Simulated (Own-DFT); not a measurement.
# Why a clamped stack is squeezed alike in all directions: Ge in Si

Calculated, not measured: single-point runs of Own-DFT, a retired in-house plane-wave DFT program that no person has reviewed, on unrelaxed cells, without spin or spin-orbit coupling.

Method: PBE; PseudoDojo norm-conserving scalar-relativistic files; cutoff 42 hartree; 3 x 3 x 2 k mesh centred on Gamma; Fermi-Dirac smearing of 0.1 eV.

Caveats: forces on such cells moved up to 12 meV/angstrom on a denser k mesh; stress not checked against mesh or cutoff.

One cell of 96 atoms is used throughout, with vectors in Å (10.862, 0.000, 0.000); (0.000, 10.862, 0.000); (0.000, 0.000, 16.293). Some planes normal to z hold Ge in place of Si, either as pure planes or mixed at random through a layer; x is the share of Ge among all Ge and Si sites. u is the rms random offset of the atoms per axis. Stress is positive in tension.

```
x,layer,u (Å),(s_xx + s_yy)/2 (GPa),s_zz (GPa)
0.125,mixed layer,0.0300,-3.81,-3.84
0.125,mixed layer,0.0328,-3.80,-3.80
0.167,pure planes,0.0647,?,?
0.188,mixed layer,0.0599,-5.33,-5.47
0.188,mixed layer,0.0309,-4.65,-4.68
0.250,mixed layer,0.0621,-6.27,-6.17
0.250,mixed layer,0.0300,-5.48,-5.50
0.500,pure planes,0.0299,-9.13,-9.19
0.500,pure planes,0.0322,-9.21,-9.16
```

## What the rows give

In the plane: -1.74 - 14.4 x - 249 u² GPa (slope in x ± 0.1, scatter 0.04). Along z: -1.78 - 14.3 x - 243 u² GPa (± 0.2, scatter 0.09). The two slopes nearly agree: every atom sits on the host's lattice on all three axes, so the larger Ge atoms are squeezed alike in all directions, and the layering hardly shows. The constants are the stress of this functional at the host's measured lattice. A real film keeps the in-plane spacing but grows in height until s_zz vanishes, which relieves part of the in-plane stress too.

## The run left out

Question: what are the two stresses at x = 0.167?

The fit gives -5.2 and -5.2 GPa. Computed: -5.35 and -5.36 GPa. This run lies off the fit, by chance or by something that the fit leaves out.
